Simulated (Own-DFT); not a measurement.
SiC (4H silicon carbide, atoms displaced), SiC (2H silicon carbide, atoms displaced), GaP (zincblende, strained, atoms displaced), SiC (twinned 3C silicon carbide, atoms displaced) (calculated)

A calculation, not a measurement: plane-wave PBE density functional theory by an unreviewed code, no spin, of a simulated periodic cell, stress positive in tension, free energy of the whole cell less one offset for each atom, forces on such cells passed a denser k mesh, this cell's mesh not checked; offsets are fitted by least squares, one for each functional and potential file, so energies compare only between cells with the same atoms and settings and are not formation energies; the far tail of each file's local potential was reset to the Coulomb form; each entry is a single point on an unrelaxed cell, so the pressure reflects the starting lattice, mostly measured values (interpolated for alloys), from which strain is counted, and rises with the displacements; printed positions are rounded, which can move forces by about a meV/angstrom; the program, named Own-DFT, is a retired in-house code; no spin-orbit coupling. Program: Own-DFT development build.

Settings shared by all entries: functional PBE; potential files PseudoDojo norm-conserving, scalar-relativistic, standard set; wave cutoff 42 hartree; occupations Fermi-Dirac; smearing width 0.1 eV.

(1) SiC (4H silicon carbide, atoms displaced)

```cif
# cell vector a (Å): 12.3308 0.0000 0.0000
# cell vector b (Å): -6.1654 10.6788 0.0000
# cell vector c (Å): 0.0000 0.0000 10.0681
data_SiC
_symmetry_space_group_name_H-M 'P 1'
_symmetry_Int_Tables_number 1
_cell_length_a 12.3308
_cell_length_b 12.3308
_cell_length_c 10.0681
_cell_angle_alpha 90.000
_cell_angle_beta 90.000
_cell_angle_gamma 120.000
_cell_volume 1325.75
loop_
_atom_site_label
_atom_site_type_symbol
_atom_site_fract_x
_atom_site_fract_y
_atom_site_fract_z
_atom_site_occupancy
Si1 Si 0.99879 0.99736 0.40502 1
Si2 Si 0.08308 0.16779 0.15155 1
C1 C 0.99865 0.99861 0.09545 1
C2 C 0.08536 0.16890 0.34506 1
Si3 Si 0.99984 0.25215 0.40162 1
Si4 Si 0.08208 0.41636 0.16067 1
C3 C 0.00283 0.24956 0.10026 1
C4 C 0.08223 0.41903 0.34342 1
Si5 Si 0.99927 0.49959 0.40532 1
Si6 Si 0.08571 0.66539 0.15344 1
C5 C 0.99978 0.50181 0.09193 1
C6 C 0.08222 0.66679 0.34021 1
Si7 Si 0.99522 0.74750 0.40620 1
Si8 Si 0.08220 0.91570 0.15566 1
C7 C 0.99992 0.74935 0.09413 1
C8 C 0.08275 0.91438 0.34117 1
Si9 Si 0.25169 0.99865 0.40658 1
Si10 Si 0.33029 0.16675 0.15419 1
C9 C 0.25197 0.99999 0.09278 1
C10 C 0.33258 0.16874 0.34245 1
Si11 Si 0.24766 0.24917 0.40177 1
Si12 Si 0.33290 0.41283 0.15801 1
C11 C 0.24903 0.25227 0.08990 1
C12 C 0.33458 0.41889 0.34323 1
Si13 Si 0.25292 0.50058 0.40756 1
Si14 Si 0.33381 0.66522 0.15722 1
C13 C 0.25379 0.50062 0.09696 1
C14 C 0.33592 0.66655 0.34523 1
Si15 Si 0.24721 0.74671 0.40200 1
Si16 Si 0.32727 0.91440 0.15639 1
C15 C 0.24880 0.74703 0.09304 1
C16 C 0.33407 0.91397 0.34434 1
Si17 Si 0.49864 0.00131 0.41314 1
Si18 Si 0.58214 0.16520 0.16013 1
C17 C 0.49777 0.00571 0.09046 1
C18 C 0.57846 0.16089 0.34802 1
Si19 Si 0.50105 0.24837 0.40074 1
Si20 Si 0.58251 0.41472 0.15396 1
C19 C 0.50243 0.25601 0.09813 1
C20 C 0.58213 0.41748 0.34681 1
Si21 Si 0.50106 0.49893 0.40701 1
Si22 Si 0.58425 0.66783 0.15347 1
C21 C 0.49867 0.49462 0.09504 1
C22 C 0.58220 0.66000 0.34663 1
Si23 Si 0.50347 0.75062 0.40242 1
Si24 Si 0.58284 0.91584 0.15629 1
C23 C 0.50493 0.75115 0.09293 1
C24 C 0.58437 0.91713 0.34372 1
Si25 Si 0.74619 0.00012 0.41005 1
Si26 Si 0.83409 0.16610 0.15494 1
C25 C 0.75254 0.00264 0.09254 1
C26 C 0.83648 0.16631 0.34070 1
Si27 Si 0.75208 0.24492 0.40152 1
Si28 Si 0.83448 0.41943 0.16064 1
C27 C 0.75146 0.25204 0.09497 1
C28 C 0.83910 0.41888 0.34505 1
Si29 Si 0.75259 0.50277 0.40718 1
Si30 Si 0.83005 0.66413 0.16087 1
C29 C 0.74877 0.49973 0.09292 1
C30 C 0.83270 0.66413 0.33804 1
Si31 Si 0.74894 0.74658 0.40592 1
Si32 Si 0.82786 0.91666 0.15581 1
C31 C 0.75449 0.75013 0.09257 1
C32 C 0.83138 0.91417 0.34399 1
Si33 Si 0.00297 0.00441 0.90620 1
Si34 Si 0.92045 0.83807 0.65892 1
C33 C 0.00136 0.99919 0.59541 1
C34 C 0.91600 0.83243 0.84985 1
Si35 Si 0.99963 0.75252 0.90544 1
Si36 Si 0.92259 0.58180 0.65754 1
C35 C 0.00569 0.75155 0.59000 1
C36 C 0.91728 0.58374 0.83898 1
Si37 Si 0.00254 0.50386 0.90430 1
Si38 Si 0.91784 0.33739 0.65997 1
C37 C 0.99912 0.49823 0.59499 1
C38 C 0.91674 0.33084 0.84525 1
Si39 Si 0.00213 0.25129 0.90149 1
Si40 Si 0.91601 0.08389 0.65680 1
C39 C 0.00116 0.24586 0.59292 1
C40 C 0.91260 0.08292 0.84266 1
Si41 Si 0.75356 0.00677 0.90241 1
Si42 Si 0.66767 0.83133 0.65792 1
C41 C 0.75279 0.99755 0.59608 1
C42 C 0.66777 0.83625 0.84462 1
Si43 Si 0.74944 0.75011 0.90710 1
Si44 Si 0.66476 0.58234 0.65988 1
C43 C 0.75134 0.74977 0.59658 1
C44 C 0.66795 0.58395 0.83832 1
Si45 Si 0.74411 0.49639 0.90659 1
Si46 Si 0.66803 0.33390 0.65776 1
C45 C 0.75069 0.49953 0.59553 1
C46 C 0.66386 0.33245 0.84262 1
Si47 Si 0.75166 0.24704 0.90284 1
Si48 Si 0.67035 0.08138 0.65601 1
C47 C 0.74687 0.25009 0.59086 1
C48 C 0.66519 0.08169 0.84367 1
Si49 Si 0.50278 0.00364 0.90360 1
Si50 Si 0.41710 0.82878 0.65846 1
C49 C 0.49580 0.99613 0.58825 1
C50 C 0.41727 0.83940 0.84648 1
Si51 Si 0.49873 0.75048 0.90646 1
Si52 Si 0.41534 0.58326 0.65971 1
C51 C 0.50135 0.74900 0.59699 1
C52 C 0.41966 0.58581 0.84124 1
Si53 Si 0.50141 0.49905 0.90912 1
Si54 Si 0.42122 0.34183 0.65605 1
C53 C 0.49417 0.50299 0.59388 1
C54 C 0.41492 0.33455 0.84367 1
Si55 Si 0.49905 0.25330 0.90668 1
Si56 Si 0.41627 0.08716 0.65861 1
C55 C 0.49793 0.25040 0.59049 1
C56 C 0.41390 0.08142 0.84396 1
Si57 Si 0.24946 0.99985 0.90952 1
Si58 Si 0.17009 0.83181 0.66018 1
C57 C 0.24650 0.99909 0.59605 1
C58 C 0.16574 0.83536 0.83912 1
Si59 Si 0.24626 0.74581 0.90699 1
Si60 Si 0.16737 0.58340 0.65830 1
C59 C 0.24881 0.75185 0.59662 1
C60 C 0.16415 0.58846 0.84209 1
Si61 Si 0.24904 0.49686 0.90962 1
Si62 Si 0.16784 0.33589 0.66115 1
C61 C 0.25119 0.50199 0.59275 1
C62 C 0.17064 0.33532 0.84270 1
Si63 Si 0.24792 0.24789 0.90853 1
Si64 Si 0.16421 0.07907 0.65504 1
C63 C 0.24350 0.24719 0.59511 1
C64 C 0.16878 0.08277 0.84390 1
```

```
hardware                          : one NVIDIA H200
k mesh                            : 3 x 3 x 3 centred on Gamma
free energy of cell above offsets : -19.069 eV
pressure                          : 3.67 GPa
stress xx                         : -2.62 GPa
stress yy                         : -3.31 GPa
stress zz                         : -5.09 GPa
stress yz                         : -0.17 GPa
stress xz                         : 0 GPa
stress xy                         : 0.32 GPa
wall time                         : 514.5 s
```

Force:
```csv
element,x (eV/Å),y (eV/Å),z (eV/Å)
Si,0.125,0.577,-0.019
Si,0.631,-0.949,1.516
C,-0.294,0.566,-0.486
C,-0.73,-0.793,-0.992
Si,0.998,-0.282,1.118
Si,0.261,0.461,-1.153
C,-1.127,0.619,-1.948
C,0.836,-0.045,0.761
Si,0.572,0.813,0.473
Si,-1.25,0.213,0.332
C,0.503,-0.638,0.032
C,0.041,-0.418,0.577
Si,1.24,0.644,-0.465
Si,0.013,-0.08,-0.128
C,0.096,-0.264,-0.165
C,-0.041,0.255,0.63
Si,-0.777,0.057,0.113
Si,0.707,0.244,0.322
C,-1.231,0.075,0.335
C,0.42,-0.773,-0.17
Si,0.348,0.528,1.63
Si,-0.117,1.01,-0.162
C,0.276,-0.845,0.719
C,0.193,-0.745,0.269
Si,-0.638,-0.083,-0.397
Si,0.376,0.429,-0.034
C,-0.747,-0.55,-0.376
C,-0.352,0.054,-0.21
Si,0.194,0.465,1.181
Si,1.627,0.357,-0.031
C,0.436,0.422,0.041
C,-0.448,0.27,-0.145
Si,0.335,-1.406,-2.122
Si,-0.088,0.634,-0.594
C,0.855,-1.592,0.537
C,1.118,1.142,-0.878
Si,-0.961,0.615,1.186
Si,0.159,1.237,1.4
C,-0.09,-2.123,-0.957
C,1.206,-0.31,-0.688
Si,-0.737,-0.455,0.234
Si,0.956,-1.009,0.681
C,-0.406,1.303,-0.293
C,-0.265,1.547,-0.96
Si,-0.172,-0.355,1.198
Si,-0.451,1.166,-0.462
C,-1.243,-0.217,0.171
C,-0.527,0.092,0.208
Si,1.541,-0.259,-0.736
Si,-0.119,0.412,-0.092
C,-0.919,-0.296,-0.431
C,-0.592,-0.617,0.549
Si,-1.214,1.117,0.785
Si,0.142,-0.277,-1.208
C,-0.024,-0.364,-0.111
C,-1.559,-0.994,0.08
Si,-0.208,-1.191,0.272
Si,0.981,0.433,-2.293
C,0.064,-0.06,0.295
C,-0.382,0.287,2.189
Si,-0.058,0.404,0.379
Si,1.614,-0.083,0.128
C,-1.437,-0.176,0.364
C,-0.481,0.181,0.263
Si,-0.325,-1.136,0.349
Si,0.335,-1.64,-0.031
C,-0.938,0.182,-0.404
C,-0.335,1.011,-1.048
Si,0.542,-0.804,0.206
Si,-1.969,1.013,-0.797
C,-0.904,-0.514,0.972
C,-0.423,-0.18,1.612
Si,-1.009,-0.83,0.46
Si,0.341,-1.85,-1.26
C,0.958,0.305,-0.549
C,-0.045,1.094,-0.011
Si,0.082,-0.222,1.264
Si,0.998,-0.188,-0.46
C,-1.207,1.534,0.124
C,1.658,0.937,0.07
Si,-0.454,-1.961,1.081
Si,-0.132,-0.041,0.022
C,-0.849,0.177,-0.357
C,0.062,-0.147,0.352
Si,0.069,0.164,-0.377
Si,0.3,0.19,-1.812
C,0.269,-0.162,-0.507
C,-0.566,-0.237,2.337
Si,1.378,0.924,-0.579
Si,-0.94,-0.32,-1.064
C,0.097,0.47,-0.245
C,0.761,-0.339,0.51
Si,-1.265,0.814,0.996
Si,-1.479,0.226,-0.596
C,1.407,-0.351,0.441
C,0.355,0.68,-0.47
Si,-1.073,-0.237,0.67
Si,-0.853,0.98,-0.41
C,0.675,0.549,2.959
C,0.371,-1.604,-0.055
Si,0.255,0.685,-0.425
Si,-0.261,0.549,-0.85
C,0.019,0.068,-0.873
C,-0.592,-0.655,1.646
Si,-0.433,0.331,-0.641
Si,-0.896,-2.352,-0.419
C,1.851,0.009,-0.153
C,0.243,0.064,0.275
Si,0.238,-0.96,0.09
Si,-0.04,-0.754,-0.78
C,0.396,0.648,0.38
C,0.266,1.1,0.416
Si,0.335,-0.356,-1.046
Si,-1.247,0.852,-1.528
C,1.239,-0.091,-0.556
C,0.316,-0.456,2.236
Si,-0.008,2.244,-0.28
Si,-0.295,0.428,-0.99
C,1.417,-1.142,-0.925
C,1.795,-1.849,0.492
Si,0.007,1.423,-0.35
Si,0.154,-0.765,-1.95
C,-0.283,-0.266,0.718
C,-0.798,-0.444,0.99
Si,0.607,0.421,-1.356
Si,0.12,1.339,0.218
C,1.272,0.814,-0.295
C,-0.749,0.242,0.3
```

(2) SiC (2H silicon carbide, atoms displaced)

```cif
# cell vector a (Å): 6.1654 0.0000 0.0000
# cell vector b (Å): -3.0827 5.3394 0.0000
# cell vector c (Å): 0.0000 0.0000 10.0681
data_SiC
_symmetry_space_group_name_H-M 'P 1'
_symmetry_Int_Tables_number 1
_cell_length_a 6.1654
_cell_length_b 6.1654
_cell_length_c 10.0681
_cell_angle_alpha 90.000
_cell_angle_beta 90.000
_cell_angle_gamma 120.000
_cell_volume 331.44
loop_
_atom_site_label
_atom_site_type_symbol
_atom_site_fract_x
_atom_site_fract_y
_atom_site_fract_z
_atom_site_occupancy
Si1 Si 0.99315 0.99620 0.00144 1
Si2 Si 0.16960 0.33397 0.24438 1
C1 C 0.99477 0.99897 0.19340 1
C2 C 0.16764 0.34126 0.43768 1
Si3 Si 0.00119 0.00052 0.49793 1
Si4 Si 0.16675 0.33230 0.75106 1
C3 C 0.99368 0.99878 0.68828 1
C4 C 0.16707 0.33320 0.93497 1
Si5 Si 0.99068 0.49118 0.00214 1
Si6 Si 0.16530 0.82991 0.25079 1
C5 C 0.99849 0.49313 0.18515 1
C6 C 0.16017 0.83386 0.43599 1
Si7 Si 0.98711 0.49234 0.49942 1
Si8 Si 0.16307 0.83152 0.75361 1
C7 C 0.99437 0.50367 0.68340 1
C8 C 0.15661 0.82255 0.94204 1
Si9 Si 0.50404 0.00052 0.99913 1
Si10 Si 0.66887 0.32519 0.25240 1
C9 C 0.49262 0.00283 0.18795 1
C10 C 0.67499 0.33648 0.44192 1
Si11 Si 0.50570 0.99963 0.50220 1
Si12 Si 0.67518 0.33614 0.74763 1
C11 C 0.49960 0.00073 0.68775 1
C12 C 0.66096 0.33245 0.93570 1
Si13 Si 0.49099 0.48758 0.99298 1
Si14 Si 0.66526 0.83537 0.25063 1
C13 C 0.49989 0.50910 0.18975 1
C14 C 0.65932 0.83601 0.43760 1
Si15 Si 0.49195 0.49189 0.50149 1
Si16 Si 0.67377 0.84114 0.74376 1
C15 C 0.50608 0.50305 0.68929 1
C16 C 0.66731 0.82309 0.93495 1
```

```
hardware                          : one NVIDIA H100
k mesh                            : 5 x 5 x 3 centred on Gamma
free energy of cell above offsets : -4.638 eV
pressure                          : 3.85 GPa
stress xx                         : -3.91 GPa
stress yy                         : -2.56 GPa
stress zz                         : -5.08 GPa
stress yz                         : -0.63 GPa
stress xz                         : 0.53 GPa
stress xy                         : -1.26 GPa
wall time                         : 124.3 s
```

Force:
```csv
element,x (eV/Å),y (eV/Å),z (eV/Å)
Si,0.496,-0.213,0.074
Si,-0.094,0.058,1.369
C,0.55,-0.019,-1.21
C,-0.096,-1.042,-0.315
Si,-0.741,0.309,-0.021
Si,-0.216,0.458,-1.067
C,1.519,0.797,-0.543
C,-1.021,-0.872,0.657
Si,0.288,0.435,-0.732
Si,-0.6,-0.07,-0.262
C,-0.37,0.319,0.75
C,1.017,-0.271,0.613
Si,1.981,1.911,0.044
Si,-0.012,0.153,-0.452
C,1.493,-0.117,1.067
C,0.579,0.865,-0.315
Si,-0.514,-0.956,-0.219
Si,-1.145,1.288,-0.175
C,0.962,-0.46,-0.205
C,-2.02,-1.265,-1.082
Si,-1.628,-0.067,-0.406
Si,-1.198,-0.38,0.269
C,-0.254,0.007,0.379
C,0.997,-0.784,-0.045
Si,0.227,1.543,1.584
Si,-0.602,0.061,0.127
C,1.139,-1.277,-0.958
C,1.371,-0.784,0.231
Si,0.361,1.164,-0.223
Si,-0.915,-1.2,1.261
C,-0.6,-0.414,-0.238
C,-0.954,0.826,0.043
```

(3) GaP (zincblende, strained, atoms displaced)

```cif
# cell vector a (Å): 10.8620 0.0000 0.0000
# cell vector b (Å): 0.0000 10.8620 0.0000
# cell vector c (Å): 0.0000 0.0000 10.9439
data_GaP
_symmetry_space_group_name_H-M 'P 1'
_symmetry_Int_Tables_number 1
_cell_length_a 10.8620
_cell_length_b 10.8620
_cell_length_c 10.9439
_cell_angle_alpha 90.000
_cell_angle_beta 90.000
_cell_angle_gamma 90.000
_cell_volume 1291.19
loop_
_atom_site_label
_atom_site_type_symbol
_atom_site_fract_x
_atom_site_fract_y
_atom_site_fract_z
_atom_site_occupancy
Ga1 Ga 0.99099 0.00586 0.01798 1
Ga2 Ga 0.00458 0.25620 0.25278 1
Ga3 Ga 0.25271 0.99967 0.25482 1
Ga4 Ga 0.24992 0.24626 0.00661 1
P1 P 0.14041 0.12505 0.11597 1
P2 P 0.12912 0.37696 0.37240 1
P3 P 0.38026 0.12770 0.37548 1
P4 P 0.36574 0.38368 0.13069 1
Ga5 Ga 0.00305 0.00215 0.50097 1
Ga6 Ga 0.99987 0.24510 0.73519 1
Ga7 Ga 0.25646 0.99849 0.74399 1
Ga8 Ga 0.24380 0.24062 0.49498 1
P5 P 0.13389 0.12860 0.62323 1
P6 P 0.11217 0.36862 0.86821 1
P7 P 0.37092 0.12400 0.87686 1
P8 P 0.38749 0.39011 0.63081 1
Ga9 Ga 0.99303 0.49615 0.98873 1
Ga10 Ga 0.99491 0.74045 0.24184 1
Ga11 Ga 0.25623 0.49967 0.24668 1
Ga12 Ga 0.24480 0.74112 0.99612 1
P9 P 0.11531 0.61502 0.12719 1
P10 P 0.12250 0.87666 0.36836 1
P11 P 0.37817 0.62186 0.37483 1
P12 P 0.37190 0.90294 0.13041 1
Ga13 Ga 0.99616 0.50460 0.50570 1
Ga14 Ga 0.99624 0.74955 0.75243 1
Ga15 Ga 0.24897 0.48855 0.75303 1
Ga16 Ga 0.24290 0.75690 0.49234 1
P13 P 0.12552 0.62335 0.62985 1
P14 P 0.12672 0.87825 0.87620 1
P15 P 0.38032 0.62130 0.86151 1
P16 P 0.37147 0.88075 0.61934 1
Ga17 Ga 0.49456 0.99612 0.99450 1
Ga18 Ga 0.50255 0.24669 0.24616 1
Ga19 Ga 0.74109 0.98672 0.25499 1
Ga20 Ga 0.75519 0.24597 0.99380 1
P17 P 0.60777 0.11560 0.13233 1
P18 P 0.62942 0.37581 0.37386 1
P19 P 0.87599 0.11766 0.36654 1
P20 P 0.86413 0.36569 0.12250 1
Ga21 Ga 0.50360 0.00191 0.49553 1
Ga22 Ga 0.50444 0.23687 0.75967 1
Ga23 Ga 0.74878 0.00968 0.75644 1
Ga24 Ga 0.74861 0.24633 0.49627 1
P21 P 0.61151 0.12094 0.62803 1
P22 P 0.61978 0.37618 0.87421 1
P23 P 0.87286 0.14009 0.87146 1
P24 P 0.87000 0.38103 0.63384 1
Ga25 Ga 0.50405 0.49793 0.99202 1
Ga26 Ga 0.50493 0.74794 0.23904 1
Ga27 Ga 0.75178 0.51224 0.23734 1
Ga28 Ga 0.73007 0.74118 0.99094 1
P25 P 0.61510 0.62447 0.13214 1
P26 P 0.62369 0.87048 0.38427 1
P27 P 0.86104 0.61652 0.37294 1
P28 P 0.86667 0.87227 0.11851 1
Ga29 Ga 0.50036 0.49051 0.50038 1
Ga30 Ga 0.50129 0.74650 0.75013 1
Ga31 Ga 0.74502 0.50626 0.73339 1
Ga32 Ga 0.74736 0.75305 0.49161 1
P29 P 0.62851 0.62679 0.60679 1
P30 P 0.62053 0.86991 0.87949 1
P31 P 0.89427 0.64031 0.88510 1
P32 P 0.87377 0.87818 0.62302 1
```

```
k mesh                            : 3 x 3 x 3 centred on Gamma
free energy of cell above offsets : -29.432 eV
pressure                          : 4.25 GPa
stress xx                         : -4.33 GPa
stress yy                         : -4.43 GPa
stress zz                         : -3.98 GPa
stress yz                         : -0.32 GPa
stress xz                         : 1.34 GPa
stress xy                         : 0.74 GPa
```

Force:
```csv
element,x (eV/Å),y (eV/Å),z (eV/Å)
Ga,0.758,0.131,-1.676
Ga,-0.128,-0.721,-0.777
Ga,-0.882,1.298,0.904
Ga,0.73,1.923,-1.617
P,-2.412,-0.839,2.417
P,-0.418,0.381,0.773
P,-0.474,-0.11,-0.01
P,2.063,-1.728,-1.911
Ga,-0.119,-0.055,-0.207
Ga,-0.199,0.563,0.449
Ga,-0.723,0.092,0.99
Ga,1.516,1.807,-0.162
P,-0.985,-1.127,0.319
P,1.311,-0.294,0.573
P,0.066,0.08,-0.193
P,-1.35,-2.972,0.483
Ga,0.233,-0.955,1.359
Ga,-0.564,0.74,0.728
Ga,-1.361,1.316,1.334
Ga,0.469,0.608,0.419
P,1.039,-0.214,-0.774
P,-0.741,-0.268,-0.162
P,-0.107,0.683,-0.116
P,0.748,-4.121,-1.063
Ga,0.21,-0.445,-0.404
Ga,1.26,1.351,-1.107
Ga,-0.348,0.54,-0.207
Ga,0.552,-0.922,0.547
P,0.054,0.466,-0.397
P,-0.557,0.32,-0.085
P,-0.925,-0.124,1.618
P,0.843,-1.026,-0.249
Ga,0.196,0.59,0.052
Ga,-0.701,1.506,0.69
Ga,0.373,0.669,-0.613
Ga,-2.392,0.482,1.049
P,2.193,-0.179,-1.508
P,-0.174,-0.088,-0.77
P,-0.031,0.518,0.567
P,1.137,1.226,0.253
Ga,-0.89,-0.321,0.281
Ga,-0.999,1.548,-0.343
Ga,-0.16,-0.832,-0.47
Ga,0.241,-0.049,0.418
P,1.865,0.205,-0.391
P,1.548,-0.413,-0.447
P,1.225,-2.021,-0.221
P,0.605,-1.345,-1.744
Ga,-1.265,0.3,0.903
Ga,-2.191,2.023,1.778
Ga,-0.409,-2.055,0.357
Ga,1.77,-0.34,1.051
P,0.93,-0.869,-2.423
P,-0.922,0.171,-1.436
P,1.815,1.185,0.384
P,-0.678,-0.629,0.649
Ga,0.594,1.013,-1.229
Ga,0.194,0.575,-1.494
Ga,-0.144,0.621,2.098
Ga,1.294,-0.151,0.865
P,-0.843,0.322,1.243
P,-0.23,1.037,-1.32
P,-3.345,-0.966,-0.404
P,-0.167,-0.109,0.381
```

(4) SiC (twinned 3C silicon carbide, atoms displaced)

```cif
# cell vector a (Å): 4.3596 -4.3596 0.0000
# cell vector b (Å): 0.0000 4.3596 -4.3596
# cell vector c (Å): 8.7192 8.7192 8.7192
data_SiC
_symmetry_space_group_name_H-M 'P 1'
_symmetry_Int_Tables_number 1
_cell_length_a 6.1654
_cell_length_b 6.1654
_cell_length_c 15.1021
_cell_angle_alpha 90.000
_cell_angle_beta 90.000
_cell_angle_gamma 120.000
_cell_volume 497.15
loop_
_atom_site_label
_atom_site_type_symbol
_atom_site_fract_x
_atom_site_fract_y
_atom_site_fract_z
_atom_site_occupancy
Si1 Si 0.01118 0.00057 0.43559 1
C1 C 0.00629 0.00892 0.06265 1
Si2 Si 0.15612 0.32956 0.10503 1
C2 C 0.17123 0.34044 0.23175 1
Si3 Si 0.34506 0.17070 0.27081 1
C3 C 0.33827 0.17746 0.39759 1
Si4 Si 0.99687 0.49849 0.43855 1
C4 C 0.99634 0.49802 0.06301 1
Si5 Si 0.17069 0.83801 0.10489 1
C5 C 0.17283 0.83536 0.22900 1
Si6 Si 0.33709 0.67057 0.27220 1
C6 C 0.32903 0.66517 0.39717 1
Si7 Si 0.50485 0.99483 0.44012 1
C7 C 0.50265 0.00244 0.06451 1
Si8 Si 0.66234 0.33511 0.10494 1
C8 C 0.66349 0.33135 0.23184 1
Si9 Si 0.82654 0.16068 0.27106 1
C9 C 0.83899 0.16307 0.39815 1
Si10 Si 0.50823 0.51340 0.43904 1
C10 C 0.49570 0.49661 0.06523 1
Si11 Si 0.66642 0.83404 0.10256 1
C11 C 0.66020 0.82934 0.22930 1
Si12 Si 0.82758 0.66028 0.27080 1
C12 C 0.83226 0.65879 0.39426 1
Si13 Si 0.00200 0.00086 0.93851 1
C13 C 0.00034 0.00071 0.56263 1
Si14 Si 0.83736 0.67053 0.60427 1
C14 C 0.83109 0.65806 0.73082 1
Si15 Si 0.64930 0.82388 0.76848 1
C15 C 0.66326 0.82871 0.89440 1
Si16 Si 0.98905 0.49010 0.94035 1
C16 C 0.00433 0.50033 0.56120 1
Si17 Si 0.82610 0.16342 0.60232 1
C17 C 0.83176 0.16354 0.73102 1
Si18 Si 0.66340 0.34031 0.77140 1
C18 C 0.66679 0.33197 0.89506 1
Si19 Si 0.49388 0.99388 0.93872 1
C19 C 0.50241 0.99679 0.56504 1
Si20 Si 0.33291 0.66466 0.60267 1
C20 C 0.33359 0.66778 0.72996 1
Si21 Si 0.15823 0.82716 0.76954 1
C21 C 0.16146 0.83189 0.89310 1
Si22 Si 0.49410 0.50612 0.93514 1
C22 C 0.50315 0.49206 0.56137 1
Si23 Si 0.33895 0.16080 0.60020 1
C23 C 0.33562 0.16851 0.72770 1
Si24 Si 0.15446 0.32407 0.76862 1
C24 C 0.17028 0.33453 0.89769 1
```

```
hardware                          : one NVIDIA H100
k mesh                            : 5 x 5 x 2 centred on Gamma
free energy of cell above offsets : -7.367 eV
pressure                          : 3.57 GPa
stress xx                         : -4.8 GPa
stress yy                         : -2.47 GPa
stress zz                         : -3.46 GPa
stress yz                         : -0.32 GPa
stress xz                         : 0.65 GPa
stress xy                         : 0.26 GPa
wall time                         : 193.9 s
```

Force:
```csv
element,x (eV/Å),y (eV/Å),z (eV/Å)
Si,-0.371,0.625,0.523
C,-0.639,-0.229,1.311
Si,1.523,0.189,-0.528
C,-0.92,-0.475,0.656
Si,-1.251,1.643,0.868
C,0.484,-1.363,0.319
Si,-0.131,-0.849,0.035
C,0.292,0.854,-0.058
Si,-0.359,-0.111,0.34
C,-0.401,0.79,0.301
Si,-0.675,0.123,0.362
C,0.439,-0.042,-0.421
Si,-0.636,0.433,-1.158
C,-0.502,-0.186,-0.177
Si,0.304,-0.186,0.111
C,0.194,-1.255,-0.861
Si,1.264,-0.231,-0.197
C,-0.772,0.111,-0.211
Si,-0.971,-0.738,0.717
C,-0.6,0.017,-0.956
Si,0.357,0.025,0.62
C,0.722,-0.587,-0.425
Si,0.678,-0.145,-0.979
C,0.623,0.676,-0.737
Si,-0.679,-0.382,-0.338
C,-0.054,-0.419,-0.028
Si,-0.135,-0.204,0.576
C,-0.825,0.6,-1.713
Si,2.451,-0.441,-0.442
C,0.443,0.66,-0.614
Si,0.057,-0.695,-1.517
C,-0.111,0.849,0.446
Si,2.043,-0.11,0.111
C,-1.629,0.105,-0.348
Si,-0.107,-1.228,1.558
C,-0.408,0.865,0.55
Si,-0.293,-0.218,-0.906
C,-0.892,-0.687,-0.067
Si,0.592,-0.3,0.994
C,-2.119,-0.212,0.455
Si,0.974,0.111,-0.705
C,0.72,0.305,1.124
Si,1.359,-0.811,1.499
C,0.563,1.076,-0.571
Si,0.071,1.95,0.395
C,-0.717,0.02,0.345
Si,1.649,-0.085,-0.146
C,-1.605,0.161,-0.113
```
